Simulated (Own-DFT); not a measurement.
HfTi23O48 (rutile with substituted atoms, atoms displaced) (calculated)

Computed with Own-DFT development build. A calculation, not a measurement: plane-wave PBE density functional theory by an unreviewed code, no spin, of a simulated periodic cell, stress positive in tension, free energy of the whole cell less one offset for each atom, defect cell not probed for a lower state with spin; hafnium file: forces about 75 meV/angstrom off all-electron values; oxygen file: force components 24 meV/angstrom off all-electron in one glass; forces on such cells passed a denser k mesh, this cell's mesh not checked; offsets are fitted by least squares, one for each functional and potential file, so energies compare only between cells with the same atoms and settings and are not formation energies; the far tail of each file's local potential was reset to the Coulomb form; each entry is a single point on an unrelaxed cell, so the pressure reflects the starting lattice, mostly measured values (interpolated for alloys), from which strain is counted, and rises with the displacements; printed positions are rounded, which can move forces by about a meV/angstrom; the program, named Own-DFT, is a retired in-house code; no spin-orbit coupling; before rounding, a Quantum ESPRESSO 7.3.1 run of the same cell and cutoff gave forces within 1 meV/angstrom rms on each cell, which checks the program and not the settings.

Common to all runs: functional PBE; potential files PseudoDojo norm-conserving, scalar-relativistic, standard set; wave cutoff 72 hartree; occupations Fermi-Dirac; smearing width 0.1 eV; k mesh 3 x 3 x 3 centred on Gamma.

(1) 
```xyz
72
Lattice="9.1874 0.0000 0.0000 0.0000 9.1874 0.0000 0.0000 0.0000 8.8761" Properties=species:S:1:pos:R:3:force_x:R:1:force_y:R:1:force_z:R:1 formula=HfTi23O48 free_energy_of_cell_above_offsets=-17.329 pressure=9.39 stress_xx=-8.41 stress_yy=-8.89 stress_zz=-10.89 stress_yz=1.18 stress_xz=0.76 stress_xy=0.11
Ti     0.0291     0.0218     0.0581     -1.238      0.021       -1.2
Ti     2.2917     2.2240     1.5220     -0.132      1.735     -1.294
O      1.4549     1.3997     0.0008     -1.074     -0.523      0.208
O      3.1687     3.2073     8.8342      0.303     -0.249      0.525
O      3.6824     0.8640     1.4089     -0.599      0.774      0.882
O      0.8751     3.7681     1.4793      0.407     -0.936      -0.16
Ti     0.0178     0.0270     2.9567     -1.586     -1.441       0.97
Ti     2.2896     2.3230     4.3857      0.479      0.312      1.699
O      1.3814     1.4196     2.9348       0.02      0.048      0.242
O      3.1720     3.2134     2.8941     -0.165     -0.644      0.626
O      3.6213     0.9079     4.4344      0.048     -0.045     -0.183
O      0.8854     3.7397     4.3801      0.693     -0.746      0.853
Ti     9.1568     0.0504     5.9575      0.419      0.489      0.577
Ti     2.2690     2.3142     7.4201      0.938     -0.194      -0.68
O      1.3354     1.4590     5.9691      0.008      0.099     -0.751
O      3.1841     3.2081     5.9103      0.303      0.155     -0.512
O      3.6706     0.8851     7.3385      0.325      -0.03      0.199
O      0.9522     3.7844     7.4119     -0.484     -0.217      0.191
Ti     9.1493     4.7053     8.7577      0.138     -0.641      2.648
Ti     2.2487     6.8888     1.4706      1.454      -0.75      1.123
O      1.4176     5.9437     8.8159     -0.521      0.694      0.509
O      3.2505     7.8146     8.8754     -1.119     -0.971      0.091
O      3.6467     5.3880     1.4450      -0.14      0.863      0.275
O      0.9775     8.2858     1.5385     -0.964      0.695     -0.802
Ti     0.0263     4.5779     2.9656     -0.391      0.147     -1.652
Ti     2.2351     6.8982     4.4505      0.996      0.535     -0.672
O      1.3961     6.0429     2.9827     -0.661     -0.842      -0.71
O      3.1061     7.7889     3.0060      1.277      0.518     -1.242
O      3.7302     5.5097     4.4284       0.72     -0.856      0.345
O      0.9547     8.2955     4.4621     -1.065      0.642     -0.046
Ti     0.0575     4.5993     5.9313     -0.896     -0.796     -1.174
Ti     2.2452     6.8580     7.3872      1.582      0.587     -0.795
O      1.4983     5.9567     5.8630     -1.684     -0.949       1.37
O      3.1222     7.7560     5.9253      1.157      0.873      0.185
O      3.6869     5.5092     7.3781      0.438     -0.231     -0.431
O      0.9171     8.3916     7.3662      0.216     -1.074      0.814
Ti     4.5275     9.1717     0.0552      1.401     -0.593     -1.576
Ti     6.8779     2.3547     1.4085     -0.712     -1.574      2.052
O      6.0384     1.4068     0.0149     -1.123     -0.297     -0.504
O      7.7009     3.1619     0.0582      2.061      2.052     -1.573
O      8.2435     0.9187     1.4539      1.484     -0.915     -0.087
O      5.5012     3.7059     1.4871      0.094     -0.239     -0.121
Ti     4.5592     0.0039     2.9719      1.281     -0.179     -0.223
Hf     6.9632     2.2830     4.3792     -1.034     -1.778      2.635
O      5.9888     1.3787     2.9309     -1.725     -1.171     -1.823
O      7.8004     3.0974     2.9676       3.07      3.296     -4.171
O      8.3485     0.8852     4.5139       1.52     -1.769     -0.955
O      5.5406     3.5904     4.3614     -3.118      3.407       0.82
Ti     4.5626     9.1768     5.8756      0.699       0.46      1.465
Ti     6.8248     2.4003     7.4589      0.482     -2.127      -1.94
O      6.0082     1.4057     5.8877     -1.853     -1.287      2.623
O      7.8672     3.1554     5.9267        0.9      1.355      2.209
O      8.1642     0.8609     7.4290      1.168     -0.222      0.244
O      5.4364     3.7268     7.4465      1.052     -0.748      -1.44
Ti     4.6247     4.5130     0.0130      -1.58      1.945       1.06
Ti     6.8957     6.8745     1.3970     -0.268       0.08       0.62
O      5.9992     5.9889     8.8435     -0.301      -0.52      0.504
O      7.7755     7.7392     8.8228      1.255      0.579      0.282
O      8.3198     5.4808     1.5066      -0.48      0.502     -0.641
O      5.5614     8.3291     1.4841     -0.948      0.128     -0.245
Ti     4.6345     4.5716     2.9634       -0.2      1.531      0.136
Ti     6.9066     6.8882     4.5077      0.444      0.252     -3.421
O      5.9774     6.0032     2.9032      0.125     -0.164      0.545
O      7.8018     7.8735     2.9548      0.455     -0.332      0.119
O      8.2565     5.4790     4.5133      0.153      0.229     -0.352
O      5.5564     8.3888     4.3267     -0.529      -0.64      0.923
Ti     4.6554     4.5751     5.9060     -1.902      0.458      -0.73
Ti     6.8714     6.9149     7.2958     -1.399      0.424      3.398
O      6.0356     6.0536     5.8626     -1.893     -1.991     -0.015
O      7.7355     7.7109     5.9727      2.199      1.905      -1.52
O      8.1729     5.3954     7.3519      0.736      0.089     -0.096
O      5.5017     8.2204     7.3557     -0.717      0.803     -0.232
```

Units: free_energy_of_cell_above_offsets in eV; pressure, stress_xx, stress_yy, stress_zz, stress_yz, stress_xz, stress_xy in GPa; force_x, force_y, force_z in eV/Å.

(2) 
```xyz
72
Lattice="9.1874 0.0000 0.0000 0.0000 9.1874 0.0000 0.0000 0.0000 8.8761" Properties=species:S:1:pos:R:3:force_x:R:1:force_y:R:1:force_z:R:1 formula=HfTi23O48 free_energy_of_cell_above_offsets=-9.564 pressure=14.21 stress_xx=-13.46 stress_yy=-12.32 stress_zz=-16.84 stress_yz=-0.61 stress_xz=0.2 stress_xy=0.06
Ti     9.1867     9.1594     0.0521     -1.189      0.268     -2.638
Ti     2.1499     2.2658     1.4716      0.655     -0.949      0.488
O      1.4225     1.5423     8.8628     -2.043     -2.203     -0.341
O      3.1237     3.2100     0.0900      1.093      0.625     -0.741
O      3.6213     0.8389     1.2555     -0.744      1.193      2.824
O      0.8687     3.6943     1.4273       0.33     -0.001      1.507
Ti     9.0566     9.1667     2.8862      1.835      0.649      2.042
Ti     2.3782     2.3933     4.4981     -2.554     -3.753     -4.653
O      1.3651     1.2789     2.9777      0.914      1.011     -0.043
O      3.1828     3.2380     2.8772      0.665      0.276      1.585
O      3.8354     0.8913     4.3601     -1.469      1.048      0.602
O      0.8884     3.6409     4.4118      1.056     -0.032      0.238
Hf     0.0695     9.1065     5.8503     -0.367      3.062      3.374
Ti     2.3336     2.1508     7.3533     -0.056     -0.062      3.561
O      1.4946     1.3777     6.0512      0.045      0.265     -2.258
O      3.0284     3.0447     5.8945      4.701      4.714      1.915
O      3.7308     0.8691     7.4394     -0.833      1.706     -1.471
O      0.8202     3.6427     7.4050      1.257     -0.634      0.032
Ti     0.0014     4.5032     8.8238     -0.272      2.027      1.088
Ti     2.2765     6.8643     1.6146      2.388      2.117     -8.695
O      1.4918     5.9896     8.8634     -0.816     -0.856      0.622
O      3.2336     7.7570     0.0678      0.211      0.208     -0.303
O      3.7577     5.4563     1.5014     -0.058     -0.098      1.594
O      0.8671     8.2212     1.3370      0.184      0.283      1.265
Ti     0.0309     4.6459     2.9754     -0.585      0.246     -0.764
Ti     2.3422     6.7488     4.3697     -1.939      4.113      3.983
O      1.5005     6.0991     2.8640     -4.113     -4.283      4.253
O      3.2497     7.6662     2.9786      0.564      1.244       0.55
O      3.6416     5.5125     4.5641      2.048     -2.487     -0.813
O      0.9151     8.2294     4.5812      4.671     -4.794     -7.468
Ti     0.0313     4.4849     6.0280     -0.235      1.941     -0.864
Ti     2.2937     7.0156     7.3636      1.078     -0.543       1.73
O      1.4233     6.0576     6.0354     -0.591     -1.689     -1.827
O      3.2310     7.8674     5.9865      0.059     -0.253     -1.293
O      3.7034     5.4782     7.3922       0.98     -1.563     -0.702
O      0.9438     8.2847     7.3756      0.665     -0.542      4.012
Ti     4.5898     9.1587     8.8132     -0.402     -0.282      1.485
Ti     6.8452     2.4113     1.6845     -0.016     -1.469     -4.656
O      6.1678     1.2846     0.0609     -0.341      1.251     -0.766
O      7.8403     3.1473     0.0320      -0.28      0.072      0.051
O      8.2793     0.8652     1.5597     -0.324      0.682     -1.048
O      5.4940     3.6316     1.4453     -0.269      0.499      1.337
Ti     4.5619     9.1247     2.8453     -0.691      0.178      1.016
Ti     6.8035     2.4216     4.4408      3.038     -3.099      1.513
O      5.8634     1.5061     2.9904      1.205      0.492      0.765
O      7.8930     3.2763     2.9032     -1.354     -0.841      1.762
O      8.2925     0.7708     4.4662     -3.027      3.552     -3.842
O      5.4661     3.7143     4.6070      1.509     -1.051     -2.836
Ti     4.6865     0.0934     5.9568     -1.899     -3.297     -1.638
Ti     6.8489     2.3290     7.4434      1.286     -1.701      2.557
O      5.9132     1.3831     5.8945      2.131      2.143     -0.591
O      7.7967     3.2126     5.9069     -0.813      -0.94     -0.927
O      8.3610     0.8552     7.2688     -2.399      2.576      4.494
O      5.6294     3.7199     7.4405     -1.606      0.029     -1.154
Ti     4.4716     4.5586     0.0812     -0.334      0.931     -1.742
Ti     6.8782     6.8933     1.4105     -0.684     -1.079     -1.016
O      6.0242     5.9756     8.8296     -0.396       0.14      1.282
O      7.7332     7.7491     0.0654      1.425      1.695     -0.504
O      8.3857     5.4839     1.4897     -0.507      0.598      0.732
O      5.4170     8.4194     1.4079      2.441     -2.253      1.643
Ti     4.5674     4.4768     3.1106     -0.139      1.962     -5.205
Ti     6.9694     6.8616     4.4261     -1.039      0.818      0.035
O      6.0248     5.9654     2.8480     -0.522     -1.158      1.878
O      7.7835     7.8209     2.9936     -0.546     -1.334      0.002
O      8.3531     5.3755     4.5916     -0.916      1.538     -2.081
O      5.4130     8.1058     4.3745      0.957      0.745      0.091
Ti     4.5538     4.4756     5.8389     -1.804      3.697      8.616
Ti     6.8491     6.8998     7.3037      0.865      0.686      2.554
O      6.0194     6.1044     6.0237     -1.898     -2.446     -3.067
O      7.8617     7.8227     5.9421     -3.821     -3.571     -0.595
O      8.1622     5.5100     7.4390      2.047     -1.467     -0.396
O      5.4039     8.2759     7.4598      1.591     -0.551     -2.142
```

Units: free_energy_of_cell_above_offsets in eV; pressure, stress_xx, stress_yy, stress_zz, stress_yz, stress_xz, stress_xy in GPa; force_x, force_y, force_z in eV/Å.

(3) 
```xyz
72
Lattice="9.1874 0.0000 0.0000 0.0000 9.1874 0.0000 0.0000 0.0000 8.8761" Properties=species:S:1:pos:R:3:force_x:R:1:force_y:R:1:force_z:R:1 formula=HfTi23O48 free_energy_of_cell_above_offsets=-11.776 pressure=12.5 stress_xx=-11.43 stress_yy=-11.43 stress_zz=-14.65 stress_yz=0.74 stress_xz=1.17 stress_xy=-0.27
Ti     0.0468     0.0471     0.0377     -1.119     -1.217      0.577
Ti     2.2032     2.3070     1.6292      1.811      2.407     -6.143
O      1.4199     1.4154     8.8416     -0.576     -0.653      0.143
O      3.1480     3.1297     0.0884     -0.177      0.721     -0.502
O      3.8220     0.8884     1.4414     -1.828      0.275      0.107
O      0.8456     3.7016     1.5302      2.568     -2.618     -2.203
Ti     0.0246     0.0975     2.9183      -2.12      -1.75      2.617
Ti     2.3528     2.1895     4.3272       0.44      -0.26      3.289
O      1.4858     1.3320     2.8824     -0.245     -0.801      1.887
O      3.2989     3.0822     2.9740     -0.643      0.226     -0.087
O      3.7660     0.7901     4.4529     -2.878      2.838     -1.196
O      0.9286     3.5367     4.4847      0.453      0.847      0.975
Ti     9.1476     0.0655     5.9885     -0.695     -2.571     -3.751
Ti     2.2287     2.1774     7.3437      1.192      0.875      1.345
O      1.3405     1.3240     5.8538      1.639      1.104      0.641
O      3.3702     3.1199     5.8118     -1.145     -0.121      0.268
O      3.7552     1.1123     7.4973     -0.478     -1.085     -0.897
O      0.8211     3.7027     7.4491      1.047     -0.579     -1.511
Ti     0.0694     4.7529     8.7529     -3.301     -2.817      1.689
Ti     2.3336     6.9440     1.4728      1.333     -0.159      2.461
O      1.3115     5.8980     0.0341      2.915      2.665      0.208
O      3.0722     7.8181     0.0184      0.141      0.091     -1.002
O      3.7134     5.5575     1.4697     -0.951     -0.139      1.104
O      0.9017     8.2982     1.4007     -0.155      0.348      0.126
Hf     9.1391     4.6337     2.9177      0.844      -0.66      2.584
Ti     2.2129     6.7522     4.4155      0.586      4.407     -0.406
O      1.3855     6.1185     2.9275     -0.282     -1.102     -0.693
O      3.1832     7.8086     2.9508     -0.646      -0.55     -0.544
O      3.6305     5.4105     4.4733      0.581     -0.253      0.278
O      0.7471     8.1905     4.4485      1.774      0.738      0.189
Ti     9.1649     4.5301     5.9800     -0.581      0.202     -1.525
Ti     2.1783     6.7944     7.4350      1.912      0.798     -1.682
O      1.4636     6.1074     5.8611     -2.315     -3.088      1.828
O      3.2602     7.7585     5.8250     -0.982     -0.136      0.906
O      3.7006     5.5930     7.5281     -0.672     -0.532     -1.683
O      0.8893     8.1102     7.3508      -0.61      1.745      0.716
Ti     4.3295     9.1711     8.8556      2.898      0.529     -0.035
Ti     6.9887     2.4878     1.4964     -2.676     -1.656      1.267
O      5.9991     1.4220     0.0782       0.69      0.505     -2.045
O      7.7754     3.1762     0.1209      0.906      0.925     -2.867
O      8.2248     0.9882     1.5515      1.691     -1.293         -1
O      5.4885     3.7922     1.4593      0.314     -0.299        1.2
Ti     4.7278     9.0304     2.8821     -0.131      2.136       1.03
Ti     6.7554     2.4284     4.5145       2.98     -4.451     -2.299
O      5.8551     1.3898     2.9163      1.216      0.828      1.103
O      7.8178     3.1095     3.1102     -0.489      0.218     -0.698
O      8.2355     0.8695     4.4183      0.599       0.52      0.669
O      5.5175     3.6123     4.3110     -2.333      3.386      0.976
Ti     4.5310     9.1407     5.8118      0.012     -1.733      2.227
Ti     6.7852     2.2026     7.4058     -0.391     -0.925       2.89
O      5.9592     1.4522     5.8900      0.417       0.37      1.404
O      7.8149     3.3067     5.9208     -1.016     -0.786      0.614
O      8.3412     0.8268     7.4398     -1.619      1.834      0.065
O      5.3388     3.7849     7.4759      2.804     -2.675     -2.598
Ti     4.5747     4.5445     8.8635     -1.255      1.286      2.984
Ti     7.0101     6.8358     1.5819     -0.932      1.401     -1.634
O      5.9968     6.0064     8.7889     -0.009     -0.032      1.718
O      7.8233     7.7806     8.7841      0.911        1.2      1.957
O      8.3189     5.4795     1.4354     -1.901      1.604     -1.536
O      5.5060     8.2312     1.5741      1.136      -0.88     -2.794
Ti     4.4556     4.5643     3.1035      1.015      1.612      -5.03
Ti     6.8861     6.8699     4.4668      0.391      0.792      1.693
O      5.9202     6.1214     2.8458      0.414     -1.017      1.154
O      7.9958     7.8935     3.0663     -2.778     -2.403     -1.698
O      8.2333     5.5188     4.3951     -0.234      0.052      2.514
O      5.4025     8.2883     4.4953      2.215     -1.471     -0.802
Ti     4.6333     4.4865     5.9119     -0.336      1.617      1.995
Ti     6.8750     6.9475     7.4649     -1.674      1.206     -0.413
O      6.0707     6.0364     5.9784     -1.822      -2.21     -1.889
O      7.8001     7.7073     5.8486      0.392       1.15      0.148
O      8.1398     5.5039     7.5261      2.508     -1.624      -1.57
O      5.4909     8.2646     7.2883     -0.748       1.09      1.182
```

Units: free_energy_of_cell_above_offsets in eV; pressure, stress_xx, stress_yy, stress_zz, stress_yz, stress_xz, stress_xy in GPa; force_x, force_y, force_z in eV/Å.
